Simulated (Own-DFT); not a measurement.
# Energy and forces against displacement in rutile TiO2, 72 atoms (O48Ti24)

Calculated results; nothing here was measured. The program, named Own-DFT, is a retired in-house plane-wave density functional code that no person has reviewed. Each row is one single-point run on a periodic cell that was not relaxed, without spin or spin-orbit coupling.

Settings of every run: PBE; PseudoDojo norm-conserving scalar-relativistic files; cutoff 72 hartree; 3 x 3 x 3 k mesh centred on Gamma; Fermi-Dirac smearing of 0.1 eV.

Known limits, some of them of some rows only: some atoms lie very close together; oxygen file: force components 24 meV/angstrom off all-electron in a glass; forces on such cells passed a denser k mesh, each cell not checked; stress not checked against mesh or cutoff.

Cell vectors in Å: (9.187, 0.000, 0.000); (0.000, 9.187, 0.000); (0.000, 0.000, 8.876). In each run every atom was moved at random and independently from its ideal site; u is the rms move along one axis. E is the free energy for each atom above the fitted value at u = 0, and F the rms of the force components.

| run | u (Å) | E (meV/atom) | F (eV/Å) | largest force (eV/Å) | P (GPa) |
|---|---|---|---|---|---|
| 1 | 0.0184 | 7.4 | 0.352 | 1.20 | 4.81 |
| 2 | 0.0194 | 7.5 | 0.330 | 1.30 | 4.68 |
| 3 | 0.0486 | ? | ? | ? | ? |
| 4 | 0.0497 | 57.1 | 1.102 | 4.73 | 6.38 |
| 5 | 0.0786 | 128.4 | 1.548 | 5.88 | 10.03 |
| 6 | 0.0786 | 128.6 | 1.646 | 8.10 | 9.65 |
| 7 | 0.0800 | 134.8 | 1.731 | 7.52 | 11.24 |
| 8 | 0.1250 | 384.3 | 3.212 | 15.90 | 19.29 |

## Worked fit

For small independent moves the energy grows as E = (3/2) K u², with K the mean stiffness felt by one atom. The runs with u up to 0.11 Å give K = 14.2 ± 0.4 eV/Å², with residuals divided by u² + 0.0006 Å², since the noise grows with the moves. The scatter is 2.7 meV/atom at u = 0.05 Å. The forces follow F = G u with G = 20.2 eV/Å²; no force at u = 0 is resolved. G exceeds K because the moves of its neighbours add to the force on an atom, and stiffness differs between atoms. The pressure follows P = 4.30 + 957 u² GPa: at fixed volume, shortened bonds push harder than stretched ones pull.

## Withheld run

Question: what energy and rms force should run 3 give?

The fit gives 50 ± 3 meV/atom and about 0.98 eV/Å. The calculation gave 57.1 meV/atom and 1.036 eV/Å.
